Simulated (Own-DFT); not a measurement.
# Composition and what it changes: diamond-structure SiGe

All numbers below are calculated, not measured. The program, named Own-DFT, is a retired in-house plane-wave density functional code that no person has reviewed. Each row is one single-point run on a periodic cell that was not relaxed, without spin or spin-orbit coupling.

Settings of every run: PBE; PseudoDojo norm-conserving scalar-relativistic files; cutoff 42 hartree; 5 x 5 x 5 k mesh centred on Gamma; Fermi-Dirac smearing of 0.1 eV.

Known limits, some of them of some rows only: forces on such cells failed a check on a denser k mesh; forces on such cells moved up to 12 meV/angstrom on a denser k mesh; forces on such cells passed a denser k mesh, each cell not checked; stress not checked against mesh or cutoff.

Each cell has 16 atoms, with Ge and Si placed at random on their shared sites; x is the share of Ge. Lattice constants follow the straight line between measured values of the end members, and atoms start on the ideal sites of that lattice. Every atom was also moved at random, by a Gaussian of width 0.03 Å on each axis. u is the rms move along one axis. dE is the free energy for each Ge or Si site above the straight-line part, a + b x, of the fit below.

| x | cell | u (Å) | volume (Å³/atom) | P (GPa) | dE (meV/site) |
|---|---|---|---|---|---|
| 0.125 | Ge2Si14 | 0.0265 | 20.340 | 2.18 | 2.7 |
| 0.125 | Ge2Si14 | 0.0329 | 20.340 | 2.22 | 8.7 |
| 0.125 | Ge2Si14 | 0.0271 | 20.340 | 2.22 | 7.1 |
| 0.125 | Ge2Si14 | 0.0332 | 20.340 | 2.34 | 17.7 |
| 0.250 | Ge4Si12 | 0.0290 | 20.659 | ? | ? |
| 0.500 | Ge8Si8 | 0.0291 | 21.306 | 2.78 | 17.5 |
| 0.500 | Ge8Si8 | 0.0284 | 21.306 | 2.88 | 31.5 |
| 0.500 | Ge8Si8 | 0.0298 | 21.306 | 2.64 | 18.4 |
| 0.500 | Ge8Si8 | 0.0302 | 21.306 | 2.74 | 17.8 |
| 0.750 | Ge12Si4 | 0.0298 | 21.966 | 3.28 | 11.4 |
| 0.750 | Ge12Si4 | 0.0327 | 21.966 | 3.36 | 23.4 |
| 0.750 | Ge12Si4 | 0.0329 | 21.966 | 3.26 | 14.0 |
| 0.750 | Ge12Si4 | 0.0342 | 21.966 | 3.29 | 17.4 |
| 0.875 | Ge14Si2 | 0.0360 | 22.302 | 3.82 | 21.3 |
| 0.875 | Ge14Si2 | 0.0260 | 22.302 | 3.64 | 8.1 |
| 0.875 | Ge14Si2 | 0.0298 | 22.302 | 3.66 | 8.5 |
| 0.875 | Ge14Si2 | 0.0324 | 22.302 | 3.64 | 8.0 |

## Worked fit

Fit E = a + b x + W x (1 - x) + k (u² - 0.03²) to the rows shown. It gives W = 84 ± 23 meV/site and k = 17 ± 8 eV/Å², with a scatter of 5.3 meV/site. Part of W is bond strain that relaxing the atoms would remove. The pressures follow P = 2.17 + 0.41 x + 1.50 x² GPa, with a scatter of 0.08.

## Withheld member

Question: what pressure and dE should the cell at x = 0.250 give?

The fits give 2.4 GPa and 15 meV/site. The calculation gave 2.40 GPa and 15.8 meV/site.
